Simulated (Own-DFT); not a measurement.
## Calculated data, Si12O23 (quartz with two neutral oxygen vacancies, strained, atoms displaced)

All values are calculated (Own-DFT development build). A calculation, not a measurement: plane-wave PBE and HSE06 DFT by an unreviewed code, no spin, of a simulated cell at Gamma alone, so results move with cell size and shape, stress positive in tension, energies less offsets, not probed for a lower state with spin; oxygen file: force components 24 meV/angstrom off all-electron in a glass; k mesh not checked against a denser one; forces and stress are PBE's, HSE06 gives the energy alone, and its difference from PBE has offsets of its own; offsets are fitted by least squares, one for each functional and potential file, so energies compare only between cells with the same atoms and settings and are not formation energies; the far tail of each file's local potential was reset to the Coulomb form; each entry is a single point on an unrelaxed cell, so the pressure reflects the starting lattice, mostly measured values (interpolated for alloys), from which strain is counted, and rises with the displacements; printed positions are rounded, which can move forces by about a meV/angstrom; the program, named Own-DFT, is a retired in-house code; no spin-orbit coupling.

Common to all runs: first functional PBE; second functional HSE06; exact exchange share 0.25; screening 0.11 1/bohr; exchange divergence Gygi-Baldereschi; potential files PseudoDojo norm-conserving, scalar-relativistic, made for PBE, standard set; wave cutoff 48 hartree; occupations fixed; k mesh 1 x 1 x 1 centred on Gamma.

(1) Si12O23 (quartz with two neutral oxygen vacancies, strained, atoms displaced)

```
CELL_PARAMETERS angstrom
9.91440 -0.04230 -0.05490
-4.99380 8.49630 0.03880
-0.06040 0.01440 10.66520
ATOMIC_POSITIONS crystal
Si 0.23965 0.99950 0.99646
Si 0.00065 0.23496 0.33329
Si 0.26241 0.26632 0.16607
O 0.20520 0.12880 0.05966
O 0.42696 0.29253 0.22337
O 0.36965 0.07380 0.39512
O 0.07313 0.36280 0.43752
O 0.12884 0.20684 0.27388
O 0.29402 0.42859 0.11092
Si 0.23186 0.99874 0.49999
Si 0.99719 0.23815 0.83109
Si 0.27264 0.26885 0.66450
O 0.20906 0.13898 0.55690
O 0.43396 0.30268 0.73104
O 0.36007 0.06914 0.89079
O 0.07057 0.36183 0.94032
O 0.13010 0.20302 0.77187
O 0.29915 0.43390 0.60510
Si 0.23200 0.50270 0.99935
Si 0.99712 0.73200 0.33411
Si 0.25954 0.77081 0.17093
O 0.20737 0.63052 0.05693
O 0.43255 0.79592 0.22970
O 0.36562 0.57204 0.39589
O 0.07579 0.86583 0.44024
O 0.13088 0.70415 0.27302
O 0.28728 0.92359 0.10566
Si 0.23393 0.50205 0.50021
Si 0.99913 0.73785 0.82992
Si 0.26357 0.76462 0.66877
O 0.20539 0.62611 0.56215
O 0.42338 0.79397 0.72740
O 0.36080 0.56980 0.89522
O 0.07478 0.86869 0.93694
O 0.13457 0.70516 0.77284
O 0.29416 0.92753 0.60981
Si 0.73475 0.00126 0.99937
Si 0.49940 0.22997 0.32781
Si 0.76807 0.26984 0.16788
O 0.70717 0.13496 0.05835
O 0.92799 0.29549 0.23065
O 0.86589 0.07329 0.38944
O 0.58441 0.37081 0.43894
O 0.63213 0.20448 0.27298
O 0.79250 0.42863 0.10704
Si 0.73250 0.99665 0.49645
Si 0.49529 0.23433 0.83602
Si 0.76115 0.26722 0.66742
O 0.70630 0.12784 0.56369
O 0.86316 0.06890 0.89152
O 0.57012 0.36243 0.94187
O 0.63551 0.20940 0.77485
Si 0.73424 0.49730 0.99669
Si 0.49903 0.73785 0.33342
Si 0.76861 0.76470 0.16578
O 0.70692 0.62884 0.05717
O 0.92915 0.79877 0.22584
O 0.87020 0.57560 0.39629
O 0.57704 0.86264 0.43413
O 0.63551 0.70771 0.27092
O 0.79683 0.92754 0.10197
Si 0.73665 0.50212 0.50167
Si 0.50452 0.73608 0.82769
Si 0.76265 0.76832 0.66471
O 0.70015 0.62986 0.56288
O 0.93065 0.79181 0.72971
O 0.86282 0.57299 0.89518
O 0.57199 0.86229 0.94155
O 0.62966 0.70915 0.77223
O 0.79512 0.92453 0.60936
```

* PBE energy of cell above offsets: -20.649 eV
* HSE06 less PBE above offsets: -0.205 eV
* PBE pressure: 9.49 GPa
* PBE stress xx: -7.41 GPa
* PBE stress yy: -9.74 GPa
* PBE stress zz: -11.33 GPa
* PBE stress yz: 0.49 GPa
* PBE stress xz: 0.1 GPa
* PBE stress xy: -0.46 GPa

Force:
```tsv
element	x (eV/Å)	y (eV/Å)	z (eV/Å)
Si	-3.897	-0.004	1.526
Si	-0.022	-0.633	-0.362
Si	0.458	-1.264	0.073
O	0.059	0.312	0.064
O	-0.243	0.079	-0.108
O	-0.398	-1.016	0.244
O	0.014	1.794	2.117
O	1.868	-0.487	-0.766
O	-0.776	1.104	-0.886
Si	1.385	1.732	0.919
Si	-1.246	-1.461	-2.819
Si	-2.147	0.853	1.367
O	0.509	-1.141	-0.839
O	-1.166	0.252	-1.504
O	2.058	0.941	-2.232
O	-0.292	1.071	1.364
O	0.561	0.563	-0.711
O	1.076	-1.134	1.346
Si	1.733	-2.281	0.493
Si	0.408	1.586	-1.303
Si	4.821	-2.84	-1.732
O	-2.453	3.587	2.765
O	-4.52	1.013	-3.255
O	0.701	0.892	-1.287
O	-1.058	-0.76	-0.239
O	-1.334	-0.655	1.634
O	0.717	1.215	0.602
Si	0.749	-1.998	-1.019
Si	3.618	-2.622	3.447
Si	0.221	-0.658	-1.202
O	-2.077	2.427	1.075
O	0.989	0.523	-0.289
O	1.836	1.68	-2.367
O	-0.073	-0.062	0.52
O	-1.86	-0.59	1.489
O	-0.478	0.725	-0.565
Si	-0.298	-0.239	-0.14
Si	-0.367	2.124	1.629
Si	0.456	-1.222	-0.411
O	-0.305	0.489	0.392
O	-1.311	0.76	-1.523
O	-0.503	-1.504	0.816
O	-2.023	-2.768	-2.071
O	0.968	-0.38	-0.334
O	0.651	0.108	0.713
Si	1.224	1.538	1.188
Si	2.518	-0.79	-0.773
Si	2.462	2.543	-0.954
O	-0.104	-0.675	-0.688
O	0.605	0.574	-0.902
O	-0.37	0.225	0.944
O	-2.521	-0.732	1.847
Si	-1.078	0.116	1.388
Si	2.783	-4.704	-1.59
Si	-1.87	-0.176	-1.4
O	-0.629	1	0.673
O	1.698	-0.034	0.779
O	-0.004	-1.128	0.131
O	-0.35	2.294	3.222
O	-1.035	-0.212	0.926
O	0.71	-0.442	1.131
Si	1.888	-1.058	2.855
Si	-3.958	-0.985	3.515
Si	2.702	-2.652	2.389
O	0.073	0.038	-0.355
O	-5.129	1.372	-4.847
O	1.829	1.171	-2.354
O	-0.407	0.012	-0.15
O	3.385	-0.73	-1.397
O	-1.433	3.323	-2.211
```

(2) Si12O23 (quartz with two neutral oxygen vacancies, strained, atoms displaced)

```
CELL_PARAMETERS angstrom
9.87980 0.02940 -0.16940
-4.91440 8.57270 -0.03550
-0.18640 -0.15270 10.86800
ATOMIC_POSITIONS crystal
Si 0.24117 0.00193 0.99822
Si 0.99660 0.22999 0.32847
Si 0.27119 0.26943 0.16377
O 0.43156 0.29640 0.23199
O 0.36680 0.07006 0.39300
O 0.07406 0.37000 0.44382
O 0.13132 0.21133 0.27079
O 0.29526 0.43250 0.10718
Si 0.23669 0.99696 0.50306
Si 0.99649 0.23198 0.83173
Si 0.26813 0.26888 0.66487
O 0.20848 0.12888 0.55809
O 0.43367 0.29383 0.73055
O 0.36887 0.07587 0.88963
O 0.07600 0.36929 0.93372
O 0.13722 0.21429 0.77807
O 0.29588 0.42519 0.60641
Si 0.23577 0.50449 0.99731
Si 0.00591 0.74391 0.33336
Si 0.26893 0.76120 0.16661
O 0.20367 0.63079 0.06438
O 0.42647 0.79488 0.22352
O 0.37016 0.57250 0.39019
O 0.07262 0.86895 0.44481
O 0.13144 0.70082 0.27192
O 0.29167 0.92587 0.09959
Si 0.23848 0.50348 0.50027
Si 0.00622 0.73588 0.82896
Si 0.26261 0.75878 0.66568
O 0.21032 0.63510 0.56344
O 0.42768 0.79556 0.72459
O 0.36386 0.57262 0.89137
O 0.13791 0.71057 0.77697
O 0.28950 0.92588 0.60202
Si 0.73722 0.99971 0.00434
Si 0.49658 0.23375 0.33171
Si 0.76607 0.26697 0.16661
O 0.70379 0.13076 0.05684
O 0.92594 0.29445 0.22322
O 0.86302 0.07020 0.38925
O 0.57236 0.36957 0.44180
O 0.63097 0.21287 0.27901
O 0.78822 0.42445 0.10142
Si 0.73441 0.00169 0.50149
Si 0.49515 0.23656 0.83696
Si 0.76171 0.26214 0.66305
O 0.70458 0.12980 0.55479
O 0.92404 0.29023 0.72915
O 0.86704 0.07750 0.89322
O 0.57110 0.36696 0.93890
O 0.63669 0.20615 0.77567
O 0.79370 0.42902 0.60705
Si 0.73265 0.50003 0.99942
Si 0.50012 0.74092 0.33111
Si 0.77136 0.77355 0.16837
O 0.70629 0.63421 0.05846
O 0.92792 0.79493 0.22577
O 0.86977 0.57642 0.39775
O 0.57895 0.86828 0.44376
O 0.63188 0.70826 0.27043
O 0.78915 0.92413 0.11529
Si 0.73190 0.49540 0.49525
Si 0.49267 0.73486 0.83320
Si 0.76260 0.76600 0.66514
O 0.70346 0.63439 0.55806
O 0.92549 0.79241 0.72621
O 0.86060 0.56232 0.89670
O 0.57133 0.86904 0.94111
O 0.63361 0.70834 0.77523
O 0.79127 0.92279 0.60870
```

* PBE energy of cell above offsets: -19.952 eV
* HSE06 less PBE above offsets: 0.546 eV
* PBE pressure: 4.45 GPa
* PBE stress xx: -5.85 GPa
* PBE stress yy: -3.36 GPa
* PBE stress zz: -4.15 GPa
* PBE stress yz: -2.22 GPa
* PBE stress xz: -7.82 GPa
* PBE stress xy: 2.59 GPa

Force:
```tsv
element	x (eV/Å)	y (eV/Å)	z (eV/Å)
Si	-3.725	1.106	-2.512
Si	-0.402	1.029	2.567
Si	-0.87	-1.958	-0.884
O	-2.687	1.476	-2.543
O	-0.339	0.194	0.193
O	-0.475	-1.532	-1.526
O	2.05	0.027	-1.239
O	0.392	-0.148	0.164
Si	-0.654	2.644	-3.897
Si	1.12	-0.093	0.588
Si	0.349	-2.332	1.879
O	-1.216	2.179	1.372
O	-3.833	1.049	-3.608
O	-0.347	-1.146	0.815
O	-0.209	0.849	1.217
O	1.763	-0.014	-1.826
O	-0.283	1.497	-0.481
Si	0.356	-1.032	-0.222
Si	0.502	-3.195	0.841
Si	-5.241	1.793	0.097
O	-0.029	-1.122	-1.753
O	2.119	1.148	0.801
O	-0.873	0.72	0.691
O	-0.645	-0.557	-0.788
O	0.119	1.069	-0.233
O	2.629	-2.728	3.32
Si	1.184	-0.288	-1.442
Si	-2.516	-0.217	4.06
Si	-1.832	4.098	2.077
O	0.031	-2.381	-2.613
O	-0.37	0.414	-0.42
O	-0.174	0.452	-0.012
O	2.492	-0.566	-1.818
O	3.6	-3.534	4.413
Si	0.232	0.289	-2.182
Si	0.774	-1.409	3.991
Si	-3.277	-0.467	-0.299
O	-0.548	1.038	1.305
O	0.927	0.262	0.524
O	-0.237	0.208	0.517
O	-1.73	-2.441	-1.31
O	3.559	0.039	-2.438
O	1.468	-1.421	2.338
Si	3.609	-0.101	-0.761
Si	4.637	-1.614	-0.571
Si	-1.213	0.871	1.933
O	-1.406	1.824	0.899
O	-1.274	0.449	-2.028
O	-0.585	-1.712	1.668
O	-0.593	0.865	1.493
O	-0.833	0.334	-0.382
O	0.572	-0.929	0.305
Si	-0.412	1.045	-0.844
Si	2.261	-1.996	1.396
Si	-1.601	-5.036	0.423
O	-0.402	1.246	0.858
O	1.337	0.689	0.37
O	0.437	1.199	-1.103
O	-1.909	-1.973	-1.511
O	0.104	0.533	-0.161
O	-0.889	3.414	-1.695
Si	1.09	3.723	1.772
Si	3.227	-0.331	0.401
Si	-0.497	-2.07	1.493
O	0.501	-1.068	-0.784
O	0.417	0.164	0.001
O	1.589	2.832	-2.053
O	0.156	-0.142	0.212
O	-0.755	0.336	-0.104
O	-0.728	2.45	-0.948
```

(3) Si12O23 (quartz with two neutral oxygen vacancies, strained, atoms displaced)

```
CELL_PARAMETERS angstrom
9.97350 0.01300 -0.09030
-4.97550 8.56470 0.09060
-0.09940 0.05770 10.75110
ATOMIC_POSITIONS crystal
Si 0.24364 0.99718 0.99822
Si 0.99972 0.23239 0.33468
Si 0.26369 0.26384 0.16876
O 0.42880 0.29428 0.22525
O 0.36676 0.06846 0.39519
O 0.07077 0.36690 0.43842
O 0.13200 0.20223 0.27065
O 0.29368 0.43025 0.10620
Si 0.23272 0.99873 0.50183
Si 0.00012 0.23459 0.83696
Si 0.26334 0.26159 0.66677
O 0.20452 0.13084 0.55466
O 0.42490 0.29144 0.72444
O 0.36784 0.07887 0.89354
O 0.07031 0.36280 0.93765
O 0.13581 0.21033 0.77113
O 0.29596 0.42678 0.60704
Si 0.23355 0.49716 0.99945
Si 0.99851 0.73387 0.33358
Si 0.26944 0.76614 0.17091
O 0.20346 0.63503 0.05697
O 0.42931 0.79245 0.22402
O 0.36529 0.57076 0.38888
O 0.07178 0.86507 0.43835
O 0.13537 0.70433 0.27554
Si 0.23515 0.49774 0.50181
Si 0.00229 0.72916 0.83389
Si 0.26163 0.76560 0.66945
O 0.20469 0.63052 0.55524
O 0.42417 0.79139 0.72516
O 0.37226 0.57933 0.89155
O 0.07194 0.86083 0.94031
O 0.12718 0.70592 0.76882
O 0.29395 0.92407 0.60825
Si 0.72947 0.00288 0.99865
Si 0.50675 0.24112 0.33380
Si 0.76809 0.26933 0.16387
O 0.70574 0.13619 0.05859
O 0.92391 0.29201 0.23118
O 0.86449 0.07722 0.39706
O 0.57190 0.36308 0.44361
O 0.62442 0.20296 0.27138
O 0.79462 0.43099 0.10702
Si 0.73331 0.99741 0.49972
Si 0.49788 0.23648 0.83680
Si 0.76197 0.26327 0.66376
O 0.70973 0.13776 0.55934
O 0.92338 0.29640 0.72341
O 0.86739 0.07170 0.89209
O 0.57275 0.36529 0.93839
O 0.62976 0.20118 0.77032
O 0.79232 0.42707 0.60929
Si 0.73626 0.50080 0.99907
Si 0.49299 0.73361 0.33637
Si 0.76033 0.76708 0.16496
O 0.70944 0.63395 0.05760
O 0.92563 0.79142 0.22729
O 0.86101 0.57057 0.39372
O 0.56822 0.86475 0.43941
O 0.63296 0.70931 0.27975
O 0.79122 0.92602 0.11035
Si 0.73123 0.50199 0.49891
Si 0.49768 0.73660 0.83600
Si 0.76777 0.76351 0.66698
O 0.69999 0.62680 0.56511
O 0.93078 0.79366 0.72118
O 0.86656 0.57354 0.89016
O 0.56929 0.86764 0.94467
O 0.63471 0.70713 0.76931
O 0.79402 0.92660 0.60651
```

* PBE energy of cell above offsets: -21.904 eV
* HSE06 less PBE above offsets: 0.460 eV
* PBE pressure: 3.8 GPa
* PBE stress xx: -1.78 GPa
* PBE stress yy: -4.85 GPa
* PBE stress zz: -4.78 GPa
* PBE stress yz: 1.27 GPa
* PBE stress xz: -1.96 GPa
* PBE stress xy: -0.37 GPa

Force:
```tsv
element	x (eV/Å)	y (eV/Å)	z (eV/Å)
Si	-1.744	-1.526	4.528
Si	0.786	0.191	0.258
Si	1.641	-1.226	-2.525
O	-0.526	0.656	-0.093
O	0.181	1.332	-0.447
O	0.817	0.362	0.42
O	-1.623	-0.259	1.428
O	1.128	-0.943	1.35
Si	1.038	-0.439	-1.6
Si	-0.498	-0.852	-4.317
Si	0.194	-0.017	-1.362
O	-0.823	1.287	1.27
O	0.284	0.068	0.22
O	0.546	-1.077	-0.847
O	0.613	2.215	2.037
O	-1.48	-0.5	1.422
O	0.527	-0.376	0.46
Si	-1.24	2.365	-1.126
Si	1.05	-0.838	-0.098
Si	-2.829	1.067	-3.006
O	0.842	-1.101	-0.347
O	0.332	0.643	-0.438
O	-0.971	-1.553	1.212
O	0.176	0.491	0.817
O	-0.904	-0.04	0.677
Si	-0.786	0.443	-1.541
Si	-2.489	1.872	-0.589
Si	1.381	-2.103	-1.886
O	-0.263	1.287	1.406
O	-0.212	0.302	0.115
O	-1.655	-3.138	1.968
O	0.641	1.045	0.328
O	1.862	-0.862	-0.012
O	-0.661	1.261	-0.267
Si	2.228	-0.113	0.36
Si	-2.086	-2.792	0.827
Si	-1.048	-1.107	2.115
O	-0.161	0.267	-0.165
O	-0.731	0.34	-1.315
O	0.614	-0.498	-0.758
O	-0.357	0.534	0.341
O	3.106	0.455	-1.899
O	0.776	-0.266	0.652
Si	-1.678	0.701	0.586
Si	2.499	0.101	-3.498
Si	-0.508	0.667	1.319
O	0.485	-2.408	-1.966
O	2.201	-0.407	1.808
O	-0.855	-0.871	1.003
O	0.462	1.735	1.612
O	-1.585	0.111	1.254
O	-0.728	1.015	-0.857
Si	-0.847	0.661	-1.232
Si	2.72	0.053	-0.614
Si	1.515	-2.499	2.328
O	-0.561	0.372	0.224
O	-1.554	0.207	-1.294
O	0.576	0.631	-0.74
O	0.267	1.24	1.176
O	0.248	0.107	-0.834
O	-1.489	2.593	-1.826
Si	1.029	-0.636	1.497
Si	2.765	1.442	-2.094
Si	-0.491	0.303	-0.078
O	-0.288	0.217	-0.63
O	0.756	-0.116	0.787
O	-0.64	-1.667	0.851
O	-0.3	-0.353	-0.534
O	-2.062	0.216	1.903
O	0.388	-0.271	0.284
```

(4) Si12O23 (quartz with two neutral oxygen vacancies, strained, atoms displaced)

```
CELL_PARAMETERS angstrom
9.64900 0.04670 0.05410
-4.78400 8.36240 0.06130
0.05950 0.11230 10.91360
ATOMIC_POSITIONS crystal
Si 0.23720 0.99859 0.99834
Si 0.00206 0.23395 0.33691
Si 0.26630 0.26086 0.16091
O 0.20417 0.13192 0.06259
O 0.42697 0.29372 0.22601
O 0.36353 0.07432 0.39306
O 0.08191 0.37707 0.44369
O 0.13419 0.21003 0.27311
O 0.29504 0.42662 0.10715
Si 0.24033 0.99442 0.49819
Si 0.00054 0.23295 0.82951
Si 0.26931 0.26641 0.66904
O 0.20992 0.13523 0.55622
O 0.42827 0.29071 0.72779
O 0.36603 0.07029 0.89164
O 0.07921 0.36760 0.94181
O 0.13058 0.20699 0.77642
O 0.29059 0.42321 0.60886
Si 0.23252 0.49823 0.00131
Si 0.99293 0.72809 0.33472
Si 0.26181 0.76631 0.16391
O 0.21129 0.63721 0.06156
O 0.42518 0.78695 0.22587
O 0.37007 0.57391 0.39247
O 0.08448 0.86813 0.44031
O 0.13252 0.70373 0.27444
O 0.29080 0.92704 0.10813
Si 0.24064 0.49935 0.49835
Si 0.00327 0.73879 0.83164
Si 0.26673 0.76918 0.67186
O 0.20317 0.62696 0.56186
O 0.42415 0.79625 0.72354
O 0.36621 0.56897 0.88875
O 0.07181 0.86646 0.93839
O 0.13213 0.70608 0.77453
O 0.29624 0.92817 0.60533
Si 0.73627 0.00424 0.00169
Si 0.50224 0.23639 0.33565
Si 0.76456 0.26690 0.16882
O 0.70947 0.13567 0.05586
O 0.92654 0.29181 0.22232
O 0.86261 0.07181 0.39346
O 0.57902 0.36991 0.44016
O 0.63745 0.20790 0.26970
O 0.79016 0.42599 0.10629
Si 0.73977 0.00386 0.49856
Si 0.49652 0.23773 0.83184
Si 0.77140 0.26770 0.66179
O 0.71288 0.13683 0.55737
O 0.92883 0.29136 0.72717
O 0.86510 0.07399 0.88928
O 0.63557 0.20399 0.77798
O 0.78971 0.42642 0.60954
Si 0.73650 0.50320 0.00110
Si 0.49960 0.73487 0.33112
Si 0.76218 0.76339 0.16888
O 0.70358 0.63205 0.06201
O 0.92723 0.78953 0.23073
O 0.86989 0.57179 0.39558
O 0.57462 0.86342 0.44005
O 0.63681 0.71061 0.27494
O 0.79096 0.92638 0.11044
Si 0.73472 0.49811 0.49859
Si 0.49808 0.72989 0.83647
Si 0.76092 0.76205 0.66578
O 0.70944 0.63840 0.56273
O 0.92975 0.79830 0.72737
O 0.57774 0.87153 0.94281
O 0.63647 0.70494 0.77573
O 0.79140 0.92267 0.60700
```

- PBE energy of cell above offsets: -18.665 eV
- HSE06 less PBE above offsets: -0.593 eV
- PBE pressure: 13.18 GPa
- PBE stress xx: -15.52 GPa
- PBE stress yy: -13.44 GPa
- PBE stress zz: -10.57 GPa
- PBE stress yz: 4.99 GPa
- PBE stress xz: 0.99 GPa
- PBE stress xy: 0.63 GPa

Force:
```tsv
element	x (eV/Å)	y (eV/Å)	z (eV/Å)
Si	-2.054	-0.279	0.075
Si	-1.185	2.769	-0.395
Si	-0.868	1.279	3.005
O	0.214	-2.008	-2.236
O	1.21	0.171	0.477
O	2.391	0.94	-2.137
O	-2.6	-4.485	-2.894
O	1.717	-0.598	-0.566
O	0.072	1.013	-0.32
Si	-2.874	1.954	1.702
Si	-2.152	1.76	3.717
Si	-1.267	-2.891	-1.267
O	0.132	0.466	1.064
O	-1.522	1.452	-2.638
O	0.433	-0.428	-0.462
O	-1.819	-2.214	-1.642
O	5.06	-0.69	-2.089
O	0.405	1.531	-0.129
Si	1.232	0.864	-0.015
Si	3.391	3.91	0.703
Si	1.741	-1.498	2.597
O	-0.441	-0.632	-1.251
O	-1.493	0.997	-1.636
O	0.679	-1.137	-0.228
O	-2.346	-3.107	-1.784
O	0.178	-0.394	-0.045
O	-0.029	1.82	-0.31
Si	-0.019	2.031	2.093
Si	-3.447	-2.63	2.744
Si	-0.855	-2.912	-3.695
O	-0.514	2.077	1.457
O	4.471	0.172	2.856
O	-0.978	-2.079	1.463
O	0.309	1.382	1.231
O	1.513	-0.886	0.084
O	1.097	0.246	1.431
Si	1.835	-1.305	-1.047
Si	-0.39	0.325	-1.193
Si	2.473	-0.977	-3.663
O	-1.982	2.826	2.161
O	1.777	0.197	1.635
O	2.082	0.864	-2.098
O	-1.539	-1.727	-0.98
O	-2.767	-1.483	3.41
O	0.465	0.881	0.744
Si	-1.609	-3.827	1.734
Si	4.598	1.332	4.225
Si	-0.834	-2.107	3.264
O	-1.114	0.892	0.112
O	-0.881	1.238	-1.786
O	-0.083	-1.332	0.85
O	0.75	0.198	-1.361
O	-0.319	1.821	-0.759
Si	0.537	-0.653	-5.247
Si	0.079	1.254	1.521
Si	1.876	0.097	-1.082
O	-1.372	1.16	0.968
O	-1.928	0.789	-1.942
O	-0.559	-2.769	0.874
O	-0.126	0.727	0.3
O	0.325	-1.289	1.082
O	0.095	1.183	-0.444
Si	-0.171	2.103	2.313
Si	0.195	4.202	-1.059
Si	2.062	0.809	1.981
O	0.537	-2.835	-2.637
O	-0.726	0.259	-1.191
O	-1.332	-2.602	-1.625
O	-0.92	-0.683	0.968
O	-0.818	2.462	-0.989
```
